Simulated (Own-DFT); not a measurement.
# A layer strained by its substrate: wurtzite AlGaN with randomly placed atoms, 72 atoms (Al9Ga27N36)

Everything here is calculated. The program is Own-DFT (plane waves, in-house, since retired, never reviewed by a person); positions were held fixed, and spin and spin-orbit coupling were off.

All runs used: PBE; PseudoDojo norm-conserving scalar-relativistic files; cutoff 42 hartree; 4 x 4 x 3 k mesh centred on Gamma; Fermi-Dirac smearing of 0.1 eV.

Known weak points: forces on such cells passed a denser k mesh, each cell not checked; stress not checked against mesh or cutoff.

Unstrained cell vectors in Å: (9.509, 0.000, 0.000); (-4.755, 8.235, 0.000); (0.000, 0.000, 10.268). The unstrained cell has measured lattice constants (interpolated for alloys), not those of this functional. That, the random moves and any unrelaxed bonds set the pressure at no strain. Each run strains x and y alike by e, as a substrate would, and holds the height along z. Random moves of width 0.05 Å per axis were added to every atom. The random placing of the alloy's atoms differs from row to row. Stress is positive in tension.

```
e (%),u (Å),(s_xx + s_yy)/2 (GPa),s_zz (GPa)
-2.25,0.051,-20.39,-12.94
-1.75,0.047,-17.03,-10.63
-1.25,0.049,-13.77,-10.41
-1.00,0.046,-11.90,-10.98
-0.50,0.052,-11.40,-7.14
-0.25,0.054,-9.43,-7.87
0.25,0.051,-5.34,-7.82
1.75,0.052,1.79,-7.24
2.25,0.050,?,?
2.75,0.049,6.23,-4.26
```

## Working it out

With e as a fraction, the in-plane stress is -7.4 + 535 e - 1337 e² GPa (errors 19 and 1210, scatter 0.82), and s_zz is -8.4 + 147 e GPa (slope ± 26, scatter 1.18). At e = 0 the first slope is C11 + C12 and the second 2 C13, both with the ions held to the strained lattice and at the cell's own pressure. A free layer would change its height as e changes, and the in-plane slope would drop by 2 C13²/C33 to the biaxial modulus. At fixed height, a misfit of 1 % moves the in-plane stress by about 5.4 GPa and s_zz by 1.5 GPa.

## The run left out

Q: what are the two stresses at e = 2.25 %?

From the fit: 4.0 and -5.1 GPa. DFT gave 3.64 and -4.17 GPa.
